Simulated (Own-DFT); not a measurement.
# Shaking the atoms of monoclinic HfO2, 96 atoms (Hf32O64)

Calculated results; nothing here was measured. They come from Own-DFT, an in-house plane-wave density functional program, since retired, whose code no person has reviewed. Each row is one single-point run on a periodic cell that was not relaxed, without spin or spin-orbit coupling.

Settings of every run: PBE; PseudoDojo norm-conserving scalar-relativistic files; cutoff 72 hartree; 2 x 2 x 2 k mesh centred on Gamma; Fermi-Dirac smearing of 0.1 eV.

Known limits, some of them of some rows only: some atoms lie very close together; hafnium file: forces about 75 meV/angstrom off all-electron values; oxygen file: force components 24 meV/angstrom off all-electron in a glass; forces on such cells passed a denser k mesh, each cell not checked; stress not checked against mesh or cutoff.

Cell vectors in Å: (10.234, 0.000, 0.000); (0.000, 10.350, 0.000); (-1.696, 0.000, 10.445). In each run every atom was moved at random and independently from its ideal site; u is the rms move along one axis. E is the free energy for each atom above the fitted value at u = 0, and F the rms of the force components.

| run | u (Å) | E (meV/atom) | F (eV/Å) | largest force (eV/Å) | P (GPa) |
|---|---|---|---|---|---|
| 1 | 0.0186 | 8.4 | 0.407 | 1.41 | 3.77 |
| 2 | 0.0195 | 9.5 | 0.445 | 1.51 | 4.07 |
| 3 | 0.0206 | ? | ? | ? | ? |
| 4 | 0.0466 | 51.6 | 0.978 | 4.28 | 5.69 |
| 5 | 0.0477 | 55.1 | 1.010 | 4.30 | 5.67 |
| 6 | 0.0532 | 69.7 | 1.096 | 4.47 | 6.34 |
| 7 | 0.0762 | 143.7 | 1.683 | 8.78 | 8.31 |
| 8 | 0.0797 | 140.4 | 1.667 | 8.26 | 9.12 |
| 9 | 0.0824 | 183.1 | 1.958 | 7.82 | 10.55 |
| 10 | 0.1168 | 412.5 | 3.355 | 14.13 | 16.98 |
| 11 | 0.1560 | 612.5 | 4.234 | 20.73 | 25.26 |

## Worked fit

For small independent moves the energy grows as E = (3/2) K u², with K the mean stiffness felt by one atom. The runs with u up to 0.11 Å give K = 16.3 ± 0.5 eV/Å², with residuals divided by u² + 0.0006 Å², since the noise grows with the moves. The scatter is 4.1 meV/atom at u = 0.05 Å. The forces follow F = G u with G = 21.8 eV/Å²; no force at u = 0 is resolved. G exceeds K because the moves of its neighbours add to the force on an atom, and stiffness differs between atoms. At u = 0.156 Å the parabola gives 595 meV/atom and the run 613. The pressure follows P = 3.60 + 917 u² GPa: at fixed volume, shortened bonds push harder than stretched ones pull.

## Withheld run

Question: what energy and rms force should run 3 give?

The fit gives 10 ± 1 meV/atom and about 0.45 eV/Å. The calculation gave 10.0 meV/atom and 0.446 eV/Å.
